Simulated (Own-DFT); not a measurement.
# How strain changes the stress of diamond silicon, 64 atoms (Si64)

These are calculations, not measurements. The program, named Own-DFT, is a retired in-house plane-wave density functional code that no person has reviewed. Each row is one single-point run on a periodic cell that was not relaxed, without spin or spin-orbit coupling.

Settings of every run: PBE; PseudoDojo norm-conserving scalar-relativistic files; cutoff 20 hartree; 3 x 3 x 3 k mesh centred on Gamma; Fermi-Dirac smearing of 0.1 eV.

Known limits: k mesh not checked against a denser one; stress not checked against mesh or cutoff.

Unstrained cell vectors in Å: (10.862, 0.000, 0.000); (0.000, 10.862, 0.000); (0.000, 0.000, 10.862). The unstrained cell has measured lattice constants (interpolated for alloys), not those of this functional. That, the random moves and any unrelaxed bonds set the pressure at no strain. Each run strains this cell uniformly, with the atoms carried along. Every atom was also moved at random, by a Gaussian of width 0.05 Å on each axis. Strain is the symmetric tensor, in per cent. Stress is positive in tension, and the pressure is minus a third of its trace.

```
run  e_xx (%)  e_yy (%)  e_zz (%)  e_yz (%)  e_xz (%)  e_xy (%)  s_xx (GPa)  s_yy (GPa)  s_zz (GPa)  s_yz (GPa)  s_xz (GPa)  s_xy (GPa)  P (GPa)  E (meV/atom)
  1     -0.24     -1.31     -1.52      0.27      1.87      0.81       -5.44       -6.21       -6.60        1.01        5.26        1.77     6.08          38.6
  2     -1.70      0.31      0.72      0.26      0.20     -1.37       -4.42       -2.93       -2.41        1.17        0.10       -2.45     3.25          20.8
  3     -0.61      0.59     -1.06     -1.81     -1.06      0.16       -4.18       -3.19       -4.53       -4.62       -2.00       -0.92     3.97          36.6
  4      1.63     -1.52     -0.71     -1.13     -1.88      0.59       -1.77       -4.72       -4.07       -3.12       -3.85        1.06     3.52          31.3
  5      1.98     -1.60      0.22      1.54     -1.44      1.64       -1.11       -4.28       -2.91        3.95       -4.58        4.57     2.77          57.7
  6     -0.64      0.73     -0.79      1.98      0.00     -0.50       -3.86       -2.53       -4.00        4.21        0.09       -1.12     3.46          25.8
  7      0.11     -0.29      1.14      1.27     -1.99      1.30       -2.22       -2.54       -1.46        2.20       -3.78        3.32     2.07          39.5
  8     -2.00      0.59      1.27     -1.43      0.84     -1.66       -4.64       -2.52       -1.82       -3.95        1.35       -4.11     2.99          27.7
  9      1.08      0.83      1.44     -0.66      0.99     -1.08        0.23        0.06        0.50       -0.95        2.84       -2.09    -0.26          18.1
 10     -1.45      0.30      1.68     -0.49      0.16     -1.78       -3.67       -2.14       -0.86       -1.00        0.05       -3.63     2.22          30.1
 11      0.81      1.77     -0.47     -0.22      0.27     -0.87       -0.32        0.53       -1.47       -0.41        0.70       -0.57     0.42           0.0
 12      0.51      0.64     -1.04     -1.12     -0.24      0.53       -2.15       -2.08       -3.50       -1.95       -0.11        1.02     2.58          19.6
 13     -1.94     -1.15      1.95     -1.43     -0.18      0.54       -5.28       -4.70       -1.60       -4.19       -0.74        0.34     3.86          25.7
 14      1.81     -0.32     -0.61      1.44     -0.85     -1.54       -0.36       -2.32       -2.40        2.91       -2.45       -1.91     1.69          12.5
 15      0.27     -0.77      0.83     -0.52      0.17      0.84       -2.18       -3.19       -1.74       -1.31       -0.11        1.42     2.37          22.3
 16     -1.84     -1.78     -1.49      1.45      1.14      0.49       -8.55       -8.31       -8.17        3.88        2.56        0.65     8.35          59.3
 17      0.26      0.05      1.90     -1.24     -1.88     -0.59       -1.12       -1.31        0.38       -2.80       -3.58       -0.87     0.68          17.0
 18     -0.74      1.22      1.12      0.84     -1.00     -0.61           ?           ?           ?           ?           ?           ?        ?             ?
```

E is the free energy for each atom above the lowest run shown.

## Worked fit

Each stress component was fitted by least squares to a constant and the strains of the runs shown, as fractions, with shears doubled. Shear strains stay in the fit of a normal stress only where such slopes are resolved. The slopes, in GPa:

| stress | at no strain | per e_xx | per e_yy | per e_zz | scatter |
|---|---|---|---|---|---|
| s_xx | -2.8 | 159 ± 4 | 83 ± 6 | 71 ± 5 | 0.23 |
| s_yy | -2.8 | 70 ± 3 | 170 ± 4 | 68 ± 3 | 0.17 |
| s_zz | -2.8 | 66 ± 5 | 84 ± 7 | 159 ± 6 | 0.27 |

Each shear stress against twice its own strain: yz 117 ± 6, xz 114 ± 9, xy 97 ± 7 GPa. These are stiffnesses along x, y and z of the frame in which the cell vectors are given, which need not be the crystal's axes. The atoms are held to the strained lattice; where symmetry lets them move under strain, relaxing them would lower some slopes. The table should be nearly symmetric about its diagonal, and what it lacks of that shows the noise. A ninth of its sum, 103 ± 3 GPa, estimates the bulk modulus near the mean pressure of these runs, 2.9 GPa, so it lies above the value at zero pressure.

## Withheld run

Question: what normal stresses and pressure should run 18 give?

The fit gives s_xx = -2.2, s_yy = -0.5, s_zz = -0.5 and P = 1.1 GPa. The calculation gave -2.26, -0.44, -0.66 and P = 1.12 GPa.
